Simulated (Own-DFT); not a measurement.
# How strain changes the stress of wurtzite AlN, 128 atoms (Al64N64)

Calculated, not measured: single-point runs of Own-DFT, a retired in-house plane-wave DFT program that no person has reviewed, on unrelaxed cells, without spin or spin-orbit coupling.

Method: PBE; PseudoDojo norm-conserving scalar-relativistic files; cutoff 42 hartree; 2 x 2 x 2 k mesh centred on Gamma; Fermi-Dirac smearing of 0.1 eV.

Caveats: forces on such cells passed a denser k mesh, each cell not checked; stress not checked against mesh or cutoff.

Unstrained cell vectors in Å: (12.448, 0.000, 0.000); (-6.224, 10.780, 0.000); (0.000, 0.000, 9.964). The unstrained cell has measured lattice constants (interpolated for alloys), not those of this functional. That, the random moves and any unrelaxed bonds set the pressure at no strain. A uniform strain is put on this cell, atoms riding along. Each atom got a random Gaussian move of width 0.05 Å along each axis. Stress is counted positive in tension, P = -(s_xx + s_yy + s_zz)/3, and strain components are those of the symmetric tensor.

```
run  e_xx (%)  e_yy (%)  e_zz (%)  e_yz (%)  e_xz (%)  e_xy (%)  s_xx (GPa)  s_yy (GPa)  s_zz (GPa)  s_yz (GPa)  s_xz (GPa)  s_xy (GPa)  P (GPa)  E (meV/atom)
  1     -1.63     -1.98      0.58     -1.68      1.21      0.61      -17.88      -15.88       -5.84       -4.19        3.37        2.69    13.20          56.0
  2      0.68      0.94     -0.37     -0.48      0.44      0.07       -1.81       -0.91       -4.57       -1.28        0.98        0.34     2.43           0.0
  3     -1.48      0.17      0.98     -1.47     -1.25      1.50      -13.88       -6.24       -1.05       -3.97       -2.16        6.43     7.06          41.3
  4     -0.35     -1.11      1.65      1.31      1.38      1.85       -7.48       -9.78       -0.07        2.60        3.04        7.21     5.78          33.8
  5      0.66     -0.88      0.36     -1.95     -0.10      1.27       -3.13       -9.09       -3.97       -4.69        0.40        5.37     5.40          21.3
  6      0.49     -1.64     -0.02     -1.09     -0.13     -1.78       -4.05      -14.94       -6.87       -2.21        0.02       -6.18     8.62          33.3
  7      1.43     -0.35      1.80      0.64     -1.22      1.10        2.34       -4.24        1.84        1.34       -3.06        3.57     0.02          14.7
  8      0.44      1.01     -0.48      0.44     -1.41      1.59       -2.63       -2.06       -7.77        1.33       -3.64        6.39     4.15          38.4
  9      1.63     -0.67      1.50      1.90      1.33     -0.87        2.67       -5.89        0.92        4.30        2.73       -2.40     0.77          20.3
 10     -1.10      0.49     -1.71     -1.00     -0.51     -1.25      -10.77       -6.28      -14.49       -3.25       -1.36       -3.51    10.51          27.7
 11      1.76      1.89     -1.82     -1.62     -0.86     -0.03        2.89        3.22      -12.16       -4.10       -2.16       -0.14     2.01          30.7
 12      1.99      0.37     -0.75     -1.14      0.27     -0.33        2.77       -2.31       -7.86       -2.66        0.20       -1.13     2.47          21.5
 13     -0.84     -1.50     -1.78     -1.22      0.99      1.93      -12.51      -16.12      -16.90       -3.92        2.89        7.47    15.18          53.6
 14     -0.03      1.61     -1.80      1.29     -1.93     -1.62       -5.73       -1.97      -10.54        3.94       -4.90       -6.07     6.08          38.4
 15      0.17      1.39     -1.40      1.21      0.41      0.67       -6.10        0.09      -10.50        3.61        1.23        2.35     5.50          33.0
 16     -0.03      1.07     -0.06     -0.21      1.92      1.77       -5.87       -2.07       -3.48       -0.73        5.19        5.79     3.81          35.8
 17     -1.01      1.46     -1.06     -0.28     -0.95     -0.09           ?           ?           ?           ?           ?           ?        ?             ?
```

E is the free energy for each atom above the lowest run shown.

## What the rows give

Least squares on the runs shown: each stress against a constant and the strains, taken as fractions with shears doubled. Shear strains stay in the fit of a normal stress only where such slopes are resolved. The slopes, in GPa:

| stress | at no strain | per e_xx | per e_yy | per e_zz | scatter |
|---|---|---|---|---|---|
| s_xx | -6.2 | 523 ± 25 | 76 ± 27 | 49 ± 25 | 1.02 |
| s_yy | -6.2 | 113 ± 21 | 470 ± 22 | 105 ± 21 | 0.85 |
| s_zz | -5.6 | 28 ± 25 | 136 ± 27 | 473 ± 25 | 1.02 |

The slope of each shear stress on twice its own strain, from a fit on all six strains: yz 125 ± 6, xz 121 ± 4, xy 179 ± 6 GPa. These are stiffnesses along x, y and z of the frame in which the cell vectors are given, with the crystal's c axis along z: C11, C12, C13 and C33. Hexagonal symmetry asks that xx and yy behave alike, which is a second check on the noise. No internal relaxation is included, and where it is allowed it would reduce some of the slopes. Symmetry asks for nearly equal slopes across the diagonal; the mismatch is a measure of noise. A ninth of the table's sum, 219 ± 5 GPa, estimates the bulk modulus near the mean pressure of these runs, 5.8 GPa, so it lies above the value at zero pressure.

## Test on the hidden row

Q: what normal stresses and pressure should run 17 give?

The fit gives s_xx = -10.9, s_yy = -1.6, s_zz = -9.0 and P = 7.2 GPa. DFT gave -9.36, -1.79, -8.58 and P = 6.58 GPa.
